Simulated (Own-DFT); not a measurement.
# Computed records: Si12O23 (quartz with two neutral oxygen vacancies, atoms displaced)

A calculation, not a measurement: plane-wave PBE and HSE06 DFT by an unreviewed code, no spin, of a simulated cell at Gamma alone, so results move with cell size and shape, stress positive in tension, energies less offsets, not probed for a lower state with spin; oxygen file: force components 24 meV/angstrom off all-electron in a glass; k mesh not checked against a denser one; forces and stress are PBE's, HSE06 gives the energy alone, and its difference from PBE has offsets of its own; offsets are fitted by least squares, one for each functional and potential file, so energies compare only between cells with the same atoms and settings and are not formation energies; the far tail of each file's local potential was reset to the Coulomb form; each entry is a single point on an unrelaxed cell, so the pressure reflects the starting lattice, mostly measured values (interpolated for alloys), from which strain is counted, and rises with the displacements; printed positions are rounded, which can move forces by about a meV/angstrom; the program, named Own-DFT, is a retired in-house code; no spin-orbit coupling. Program: Own-DFT development build.

Settings shared by all entries: first functional PBE; second functional HSE06; exact exchange share 0.25; screening 0.11 1/bohr; exchange divergence Gygi-Baldereschi; potential files PseudoDojo norm-conserving, scalar-relativistic, made for PBE, standard set; wave cutoff 48 hartree; occupations fixed; k mesh 1 x 1 x 1 centred on Gamma.

(1) 
```xyz
70
Lattice="9.8268 0.0000 0.0000 -4.9134 8.5103 0.0000 0.0000 0.0000 10.8104" Properties=species:S:1:pos:R:3:force_x:R:1:force_y:R:1:force_z:R:1 formula=Si12O23 PBE_energy_of_cell_above_offsets=-21.886 HSE06_less_PBE_above_offsets=0.061 PBE_pressure=6.87 PBE_stress_xx=-7.4 PBE_stress_yy=-6.73 PBE_stress_zz=-6.48 PBE_stress_yz=0.16 PBE_stress_xz=-1.83 PBE_stress_xy=1.27
Si    -2.5536     8.5044     0.0154     -2.486     -0.038      0.265
Si    -1.1415     1.9962     3.6282      -0.55       0.65     -1.853
Si     1.3161     2.2743     1.7764     -0.908     -1.971      0.969
O      1.3766     1.1374     0.6395      0.048      -0.32     -0.469
O      2.7441     2.4732     2.4248      1.098      0.307      0.455
O      3.2338     0.6033     4.2873      2.348      1.975     -3.327
O     -1.0629     3.1050     4.7455     -1.256      0.135      0.736
O      0.2767     1.8059     2.9478      1.342     -0.323     -0.648
O      0.7829     3.6114     1.1682     -0.203       1.81     -0.789
Si    -2.5293     8.4937     5.3887     -3.938      0.804      1.958
Si    -1.1442     2.0283     8.9582     -1.316     -1.265      1.137
Si     1.3040     2.2533     7.2079     -1.518     -0.795      0.103
O      1.4237     1.1323     6.0902     -0.184     -1.041     -1.314
O      2.7369     2.4306     7.8214      1.285      0.734      0.913
O      3.2232     0.5980     9.6540      0.951      0.059     -0.673
O     -1.0584     3.0644    10.1681     -0.126      1.425      0.783
O      0.2826     1.7292     8.4132       2.37       0.12     -1.647
O      0.7544     3.6057     6.5555      0.004      0.438      0.328
Si    -0.1280     4.2265    10.8053     -0.885      0.031      0.634
Si    -3.6165     6.2782     3.6049      0.914     -2.087     -0.369
Si    -1.1823     6.5317     1.8456     -1.847     -0.392      1.346
O     -1.0491     5.3765     0.7055     -0.139       0.03     -0.379
O      0.3104     6.7536     2.5003     -2.407      1.373     -2.759
O      0.7348     4.8212     4.2525      1.835      2.497     -2.256
O     -3.5257     7.3717     4.7945     -0.206       0.02     -0.055
O     -1.6773     7.9692     1.2308      1.195     -0.779       0.52
Si    -0.1839     4.2414     5.3925      1.549     -0.974      0.529
Si     6.2211     6.2276     8.9908     -1.789      1.063      0.904
Si    -1.1576     6.5012     7.2114      0.261      1.341     -0.682
O     -1.0647     5.3401     6.0684     -1.693      2.139      1.131
O      0.2899     6.7598     7.8939     -0.879     -0.001     -0.888
O      0.7767     4.8825     9.6590     -0.298     -1.929      0.358
O     -3.5200     7.3734    10.1668      0.044     -0.565      -0.03
O     -2.1798     6.0188     8.3635      1.417     -0.517     -0.641
O     -1.6547     7.9788     6.5674      2.157     -3.135      2.475
Si     7.2347     0.0118     0.0377     -0.726     -0.692     -3.209
Si     3.7384     2.0099     3.6089      1.136     -0.849      -0.65
Si     6.2600     2.2720     1.7654     -1.532     -0.176      1.373
O      6.2903     1.1487     0.6265       -0.5       -0.1     -0.075
O      7.6658     2.5394     2.4352       1.29      0.016      0.683
O      8.2123     0.6371     4.2380     -1.394     -2.158      1.397
O      3.7948     3.1279     4.7475      0.389      1.097      0.722
O      5.2314     1.7853     2.9587     -0.451     -0.082      0.052
O      5.6695     3.6238     1.1443      0.027      0.509     -0.238
Si     2.2999     8.4916     5.4214      1.792      1.476     -1.016
Si     3.7183     1.9713     9.0149      0.391      1.143     -0.349
Si     6.2412     2.2597     7.2318     -2.104     -3.419     -1.099
O      6.2582     1.0830     6.0203     -0.689      2.167      1.689
O      7.6619     2.4930     7.8106       1.83      0.733      0.483
O      8.1027     0.6637     9.6151     -0.324     -0.806      0.722
O      3.7497     3.1763    10.1309     -0.746     -1.644     -0.654
O      5.1689     1.7782     8.3663      0.972     -0.331      0.101
O      5.6699     3.5478     6.5928     -1.418       3.39     -2.035
Si     4.7503     4.2196    10.7715       0.17      0.523      0.631
Si     1.3139     6.2631     3.5312      2.012     -2.041       5.51
Si     3.7491     6.4879     1.7442      0.666     -1.073      0.542
O      3.8088     5.3725     0.5676     -0.481      0.843      0.596
O      5.2052     6.7417     2.3964      0.274       0.15      0.113
O      1.4059     7.3669     4.8258     -1.458     -2.969      -2.77
O      2.8135     5.9794     2.9731     -0.763     -0.036     -0.112
O      3.2091     7.8684     1.1768      0.174      0.599      0.204
Si     4.7672     4.3095     5.3940      2.193     -1.281     -1.617
Si     1.2796     6.2175     9.0343      1.792      1.295     -1.916
Si     3.7466     6.5095     7.1866      0.711      0.705      0.153
O      3.8236     5.4157     5.9955     -1.015      0.781      0.805
O      5.2187     6.7962     7.8293       0.03     -0.504      0.132
O      5.6896     4.8358     9.6370      0.792      0.476     -0.875
O      1.3573     7.3410    10.1319      0.897      2.177      2.335
O      2.7560     6.0372     8.3341     -0.998     -0.814      1.026
O      3.2161     7.8929     6.5719      0.868      0.073      0.587
```

Units: PBE_energy_of_cell_above_offsets, HSE06_less_PBE_above_offsets in eV; PBE_pressure, PBE_stress_xx, PBE_stress_yy, PBE_stress_zz, PBE_stress_yz, PBE_stress_xz, PBE_stress_xy in GPa; force_x, force_y, force_z in eV/Å.

(2) 
```xyz
70
Lattice="9.8268 0.0000 0.0000 -4.9134 8.5103 0.0000 0.0000 0.0000 10.8104" Properties=species:S:1:pos:R:3:force_x:R:1:force_y:R:1:force_z:R:1 formula=Si12O23 PBE_energy_of_cell_above_offsets=-19.885 HSE06_less_PBE_above_offsets=-0.059 PBE_pressure=8.59 PBE_stress_xx=-7.01 PBE_stress_yy=-9.44 PBE_stress_zz=-9.31 PBE_stress_yz=-0.39 PBE_stress_xz=-1.3 PBE_stress_xy=0.98
Si     2.3396     0.0069     0.0145     -1.659     -0.669     -1.574
Si     8.6460     2.0326     3.5985      1.052     -0.633      1.723
Si     1.3425     2.2648     1.8361     -1.627      0.392     -1.112
O      1.3771     1.1621     0.6477      0.413     -0.883     -0.305
O      2.7561     2.5262     2.4644      1.647      0.006      0.862
O      3.2578     0.6260     4.2426     -0.927      -1.79      0.873
O     -1.0525     3.1481     4.8026     -2.081     -3.018     -1.972
O      0.2687     1.7986     2.9303      0.339     -0.399      0.628
O      0.8116     3.6294     1.1193      0.705     -0.542      0.749
Si    -2.6166     8.4833     5.4247      0.647      0.573     -0.674
Si    -1.1378     2.0610     9.0394     -0.712     -2.066      -5.84
Si     1.3112     2.2443     7.1890     -2.239      0.898      3.451
O      1.3967     1.1545     6.0763     -0.085     -2.003     -1.995
O      2.7526     2.5140     7.8387      0.098      0.487     -0.213
O      3.2723     0.6440     9.6576     -0.589     -0.968      0.685
O     -1.1616     3.0984    10.1884     -0.029       1.72      2.266
O      0.8227     3.6381     6.5644      0.351      0.537     -0.042
Si    -0.1569     4.1743    10.7990      0.006      3.267     -0.051
Si     6.1872     6.2798     3.5623      0.207     -1.877       1.16
Si    -1.2079     6.5396     1.8297      3.983     -3.018     -0.709
O     -1.0679     5.3927     0.6199     -0.057      0.233      0.846
O      0.3381     6.8140     2.4552     -1.948      0.056      -1.14
O      0.7870     4.8768     4.2025     -0.904     -1.197      1.379
O     -3.5303     7.3640     4.7177     -0.112      1.285      1.207
O     -2.1626     6.0344     2.9755     -0.375     -0.414      0.526
O     -1.6468     7.8521     1.1402     -0.767      2.411      -0.64
Si    -0.1559     4.2141     5.4403      2.815      2.214     -0.924
Si    -3.6306     6.2935     8.9927      1.125     -4.786      4.149
Si    -1.1633     6.4818     7.1581     -1.797     -0.024      1.942
O     -1.1073     5.2958     6.0861     -1.011      1.023      0.109
O      0.2255     6.7905     7.8080      3.305     -0.592      2.336
O      0.7766     4.8891     9.6286     -0.644     -1.751      0.662
O     -3.5563     7.3392    10.1137      1.237      4.158      4.119
O     -2.2507     6.0386     8.3873      4.677     -0.507     -2.933
O     -1.6130     7.9232     6.5487     -0.515     -0.434     -0.235
Si     2.2781     8.4925     0.0421      1.236      0.362      -1.43
Si     3.7717     1.9588     3.6203      0.871      2.834     -0.108
Si     6.1923     2.2290     1.8004      2.785      1.946     -0.193
O      6.3177     1.1614     0.6756     -0.275     -2.215     -1.548
O      7.6958     2.4480     2.4419     -1.874      1.012     -1.602
O      8.1151     0.6332     4.2309       0.75        0.4     -0.366
O      3.8502     3.1259     4.8110     -1.111     -2.128     -1.612
O      5.2369     1.7969     2.9174     -2.735     -1.236      2.963
O      5.7379     3.5695     1.1111     -0.548      1.554     -0.262
Si     2.3346     8.5012     5.4170       -2.1      1.835      -0.81
Si     3.7190     2.0328     9.0141      2.216      0.024     -0.507
Si     6.2001     2.2392     7.1891      2.758      2.323      3.327
O      6.2898     1.1911     6.0637      0.658     -2.982     -2.964
O      8.0670     0.6675     9.6077      -0.08     -1.343      1.307
O      3.8458     3.1550    10.1500     -0.974     -0.542      0.099
O      5.1979     1.7459     8.3313     -1.727     -0.198      1.198
O      5.7151     3.6585     6.5369      1.445      -0.78      1.891
Si     4.7839     4.2752    10.8026     -0.634     -1.506      1.981
Si     1.3232     6.2402     3.5796     -0.421      1.369      1.493
Si     3.7511     6.5410     1.7864       0.39       -3.7      0.784
O      3.8488     5.3831     0.6515     -0.784      0.738       0.57
O      5.1732     6.7279     2.4537      0.722       0.96       -0.7
O      5.6995     4.9045     4.2607     -0.029     -0.266     -0.152
O      1.3631     7.4033     4.7944     -0.404     -1.444     -0.923
O      2.7759     6.0409     2.9649      0.364     -0.441      0.118
O      3.2647     7.8560     1.1960     -1.753       3.76     -2.258
Si     4.7852     4.2258     5.4366      0.112      1.935     -1.823
Si     1.3524     6.2379     9.0334     -3.615     -0.017     -2.808
Si     3.7621     6.5230     7.1998      1.458      0.689      0.156
O      3.8633     5.3816     6.0641     -0.613      0.929      0.462
O      5.2666     6.7521     7.9449      -6.82      2.027     -6.318
O      5.6597     4.8610     9.7005      2.491      2.415     -3.156
O      1.3968     7.3287    10.1368      0.178      2.099      2.316
O      2.7318     6.0326     8.3310      1.588     -0.361      -0.59
O      3.2601     7.9467     6.5415      1.946     -1.741      2.158
```

Units: PBE_energy_of_cell_above_offsets, HSE06_less_PBE_above_offsets in eV; PBE_pressure, PBE_stress_xx, PBE_stress_yy, PBE_stress_zz, PBE_stress_yz, PBE_stress_xz, PBE_stress_xy in GPa; force_x, force_y, force_z in eV/Å.

(3) 
```xyz
70
Lattice="9.8268 0.0000 0.0000 -4.9134 8.5103 0.0000 0.0000 0.0000 10.8104" Properties=species:S:1:pos:R:3:force_x:R:1:force_y:R:1:force_z:R:1 formula=Si12O23 PBE_energy_of_cell_above_offsets=-21.100 HSE06_less_PBE_above_offsets=-0.007 PBE_pressure=7.52 PBE_stress_xx=-8.13 PBE_stress_yy=-8.77 PBE_stress_zz=-5.68 PBE_stress_yz=-0.59 PBE_stress_xz=-0.96 PBE_stress_xy=0.72
Si    -2.6071     8.5041     0.0322      0.584     -0.221     -0.388
Si    -1.1587     2.0204     3.5690     -1.385     -1.169     -0.441
Si     1.3106     2.2810     1.8600      0.626     -2.255     -0.898
O      1.4123     1.1336     0.6742     -1.045      1.045       0.96
O      2.7682     2.4895     2.4444      0.479      0.463      0.046
O      3.1980     0.6590     4.2285     -0.685     -2.604      0.588
O     -1.1443     3.0736     4.7328       0.84      2.812      2.397
O      0.3003     1.7867     2.9965      0.742     -0.453     -0.097
O      0.7842     3.5901     1.1832     -0.276      1.825     -0.464
Si    -2.6782     8.5025     5.3470      4.826      2.459      3.375
Si    -1.1681     2.0527     9.0478      -2.23      -1.05     -2.769
Si     1.3164     2.2640     7.2021     -1.839      -2.23      0.739
O      1.3942     1.1197     6.0580      -1.09      0.996      0.366
O      2.7110     2.4833     7.8614      0.503      0.881      0.031
O      3.2346     0.5855     9.6724      0.339       0.47     -0.561
O     -1.0492     3.1682    10.1500     -0.679      0.317      0.954
O      0.2399     1.7403     8.3645       1.53      0.067     -1.054
O      0.7747     3.6078     6.6031     -1.469       2.36     -1.625
Si    -0.1300     4.2528     0.0479      1.128      0.898     -1.845
Si     6.1843     6.2538     3.5760      1.478      0.688      0.425
Si    -1.0641     6.5160     1.8602     -4.958     -0.519     -3.432
O     -1.0748     5.3835     0.6307     -0.196      1.329      1.428
O      0.3097     6.7520     2.4539      2.081      1.242     -0.158
O      0.7414     4.8900     4.2430     -0.563      -0.82      0.601
O     -3.5416     7.4250     4.7663     -3.106      -4.51     -2.978
O     -2.1531     6.0029     2.9451     -0.339      0.173      0.569
O     -1.6389     7.8804     1.1583      0.486     -0.585      0.807
Si    -0.2100     4.2778     5.4596      2.202     -3.455     -2.635
Si    -3.5815     6.2661     9.0157     -0.241      0.164     -0.686
Si    -1.1664     6.4882     7.1524      0.499      2.474      1.265
O     -1.1109     5.4050     5.9898     -1.719      0.857      0.429
O      0.3112     6.7771     7.7819      0.276     -0.467      0.428
O      0.7944     4.8885     9.6036      -0.45     -0.764      1.358
O     -3.5534     7.4098    10.1332     -0.209     -0.123      0.653
O     -2.1333     5.9978     8.3455     -0.288     -0.278      0.115
O     -1.6130     7.9320     6.5592     -1.289     -0.051     -1.382
Si     2.3623     8.4634     0.0128     -2.053      3.768     -1.731
Si     3.7785     1.9289     3.5759     -1.198      3.787      1.297
Si     6.1919     2.2483     1.7567       0.32     -0.497      0.087
O      6.2774     1.1282     0.6170      0.208     -0.667     -0.232
O      7.6551     2.4772     2.3827      0.779      0.116      0.472
O      8.1752     0.6198     4.2273     -0.548     -0.485      0.654
O      3.8271     3.0894     4.7812      0.274     -0.107     -0.517
O      5.1783     1.7915     2.9382      2.381     -0.724     -0.882
O      5.7274     3.6349     1.1327     -0.658      1.104     -0.589
Si     7.2373     0.0074     5.4397      0.286     -0.907     -1.218
Si     3.7282     1.9893     8.9918      3.502     -1.206     -1.152
Si     6.2546     2.2383     7.1732     -0.056      0.317      5.877
O      6.2561     1.0964     6.1097      0.132     -1.649     -2.117
O      8.1680     0.6445     9.6701      0.253     -0.377       0.13
O      3.8342     3.1185    10.1346      -0.48      0.426      0.744
O      5.6903     3.5872     6.5612      0.169      1.804     -0.745
Si     4.7463     4.2646    10.7912      2.418     -2.109     -1.348
Si     1.2700     6.2550     3.5794      2.103     -0.358      2.513
Si     3.7739     6.4960     1.7862     -2.332     -0.408     -0.738
O      3.8385     5.3456     0.6025     -1.952      2.903      1.911
O      5.1880     6.7238     2.4088      1.571      0.672      0.439
O      5.7111     4.8844     4.2147     -0.497     -0.809      0.867
O      1.3808     7.3690     4.7456     -0.033      0.563      0.374
O      2.7523     6.0325     2.9822      0.627     -0.185     -0.967
O      3.2358     7.9037     1.1360      2.445     -2.147      2.875
Si     4.7684     4.2651     5.4203     -0.026     -1.582      -1.35
Si     1.3130     6.2752     8.9847     -1.578      1.197      0.622
Si     3.7742     6.5058     7.2573       0.35     -0.229     -2.684
O      3.8441     5.3844     6.0400     -0.594      1.249      1.078
O      5.1813     6.7807     7.8887      1.763      0.133      0.411
O      5.6940     4.8928     9.6085     -0.297     -0.813      0.713
O      1.3648     7.4363    10.1924     -1.138     -2.718     -1.878
O      2.7389     6.0710     8.3277      -0.49     -1.197      1.629
O      3.2454     7.8541     6.5890     -0.213      1.169     -0.663
```

Units: PBE_energy_of_cell_above_offsets, HSE06_less_PBE_above_offsets in eV; PBE_pressure, PBE_stress_xx, PBE_stress_yy, PBE_stress_zz, PBE_stress_yz, PBE_stress_xz, PBE_stress_xy in GPa; force_x, force_y, force_z in eV/Å.
